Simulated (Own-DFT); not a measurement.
# Shaking the atoms of rutile TiO2, 72 atoms (O48Ti24)

These are calculations, not measurements. The program, named Own-DFT, is a retired in-house plane-wave density functional code that no person has reviewed. Each row is one single-point run on a periodic cell that was not relaxed, without spin or spin-orbit coupling.

Settings of every run: PBE; PseudoDojo norm-conserving scalar-relativistic files; cutoff 72 hartree; 3 x 3 x 3 k mesh centred on Gamma; Fermi-Dirac smearing of 0.1 eV.

Known limits, some of them of some rows only: some atoms lie very close together; oxygen file: force components 24 meV/angstrom off all-electron in a glass; forces on such cells passed a denser k mesh, each cell not checked; stress not checked against mesh or cutoff.

Cell vectors in Å: (9.187, 0.000, 0.000); (0.000, 9.187, 0.000); (0.000, 0.000, 8.876). In each run every atom was moved at random and independently from its ideal site; u is the rms move along one axis. E is the free energy for each atom above the fitted value at u = 0, and F the rms of the force components.

```
run   u (Å)  E (meV/atom)  F (eV/Å)  largest force (eV/Å)  P (GPa)
  1  0.0193           8.1     0.352                  1.34     4.78
  2  0.0206           9.2     0.393                  1.68     4.89
  3  0.0505             ?         ?                     ?        ?
  4  0.0527          51.0     0.921                  4.14     6.73
  5  0.0748         125.9     1.682                  6.50     9.82
  6  0.0759         117.9     1.590                  6.20    10.98
  7  0.0814         149.2     1.891                  8.62    10.98
  8  0.1280         349.0     2.996                 16.52    17.38
```

## Worked fit

For small independent moves the energy grows as E = (3/2) K u², with K the mean stiffness felt by one atom. The runs with u up to 0.11 Å give K = 14.1 ± 0.6 eV/Å², with residuals divided by u² + 0.0006 Å², since the noise grows with the moves. The scatter is 4.6 meV/atom at u = 0.05 Å. The forces follow F = G u with G = 20.4 eV/Å²; no force at u = 0 is resolved. G exceeds K because the moves of its neighbours add to the force on an atom, and stiffness differs between atoms. The pressure follows P = 4.30 + 1038 u² GPa: at fixed volume, shortened bonds push harder than stretched ones pull.

## Withheld run

Question: what energy and rms force should run 3 give?

The fit gives 54 ± 5 meV/atom and about 1.03 eV/Å. The calculation gave 54.7 meV/atom and 0.996 eV/Å.
